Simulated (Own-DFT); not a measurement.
# One host, several defects: 4H SiC

The numbers are computed, not measured, by runs of the plane-wave DFT program Own-DFT (in-house, retired, unreviewed) at fixed positions, with no spin and no spin-orbit coupling.

Common settings: PBE; PseudoDojo norm-conserving scalar-relativistic files; cutoff 42 hartree; 4 x 4 x 3 k mesh centred on Gamma; Fermi-Dirac smearing of 0.1 eV.

Caveats (not all hold for every row): some atoms lie very close together; not probed for a lower state with spin; forces on such cells passed a denser k mesh, each cell not checked; stress not checked against mesh or cutoff.

All runs share one cell, with vectors in Å (9.248, 0.000, 0.000); (-4.624, 8.009, 0.000); (0.000, 0.000, 10.068) and a volume of 745.7 Å³. u is the rms random offset of the atoms per axis. The defect's site can differ from row to row.

| cell | formula | u (Å) | P (GPa) |
|---|---|---|---|
| no defect | C36Si36 | 0.0298 | 3.70 |
| no defect | C36Si36 | 0.0599 | 6.14 |
| no defect | C36Si36 | 0.0606 | 6.65 |
| one Si on a C site | C35Si37 | 0.0479 | 11.75 |
| one Si on a C site | C35Si37 | 0.0497 | 12.03 |
| one Si on a C site | C35Si37 | 0.0516 | 11.60 |
| two N on a C site each | C34N2Si36 | 0.0299 | 2.65 |
| two N on a C site each | C34N2Si36 | 0.0311 | 2.71 |
| two N on a C site each | C34N2Si36 | 0.0516 | 4.60 |
| one C on a Si site and one Si on a C site | C36Si36 | 0.0311 | ? |
| one C on a Si site and one Si on a C site | C36Si36 | 0.0311 | 7.63 |
| one C on a Si site and one Si on a C site | C36Si36 | 0.0482 | 8.45 |
| one C on a Si site and one Si on a C site | C36Si36 | 0.0506 | 8.91 |
| two Al on a Si site each | Al2C36Si34 | 0.0293 | 5.62 |
| two Al on a Si site each | Al2C36Si34 | 0.0294 | 5.97 |
| two Al on a Si site each | Al2C36Si34 | 0.0517 | 7.46 |

## What the rows give

P = P0 + c u² + a shift for each defect gives P0 = 2.91 GPa, c = 952 ± 75 GPa/Å² and a scatter of 0.24 GPa. The shifts, and each times the cell's volume:

- one Si on a C site: 6.53 ± 0.20 GPa, 30.4 eV
- one C on a Si site and one Si on a C site: 3.57 ± 0.21 GPa, 16.6 eV
- two Al on a Si site each: 2.05 ± 0.22 GPa, 9.5 eV (4.8 eV for each of its 2 sites)
- two N on a C site each: -1.02 ± 0.22 GPa, -4.7 eV (-2.4 eV for each of its 2 sites)

Positive is outwards. The product with the volume (160.2 GPa Å³ to the eV) is nearly free of the cell's size; divided by the bulk modulus at the cell's pressure it gives the volume that the defect adds. The atoms around the defects weren't relaxed, which would change these numbers.

## Prediction

Q: what pressure belongs in the blank (one C on a Si site and one Si on a C site, u = 0.0311 Å)?

From the fit: 7.39 ± 0.29 GPa. DFT gave 7.13 GPa.
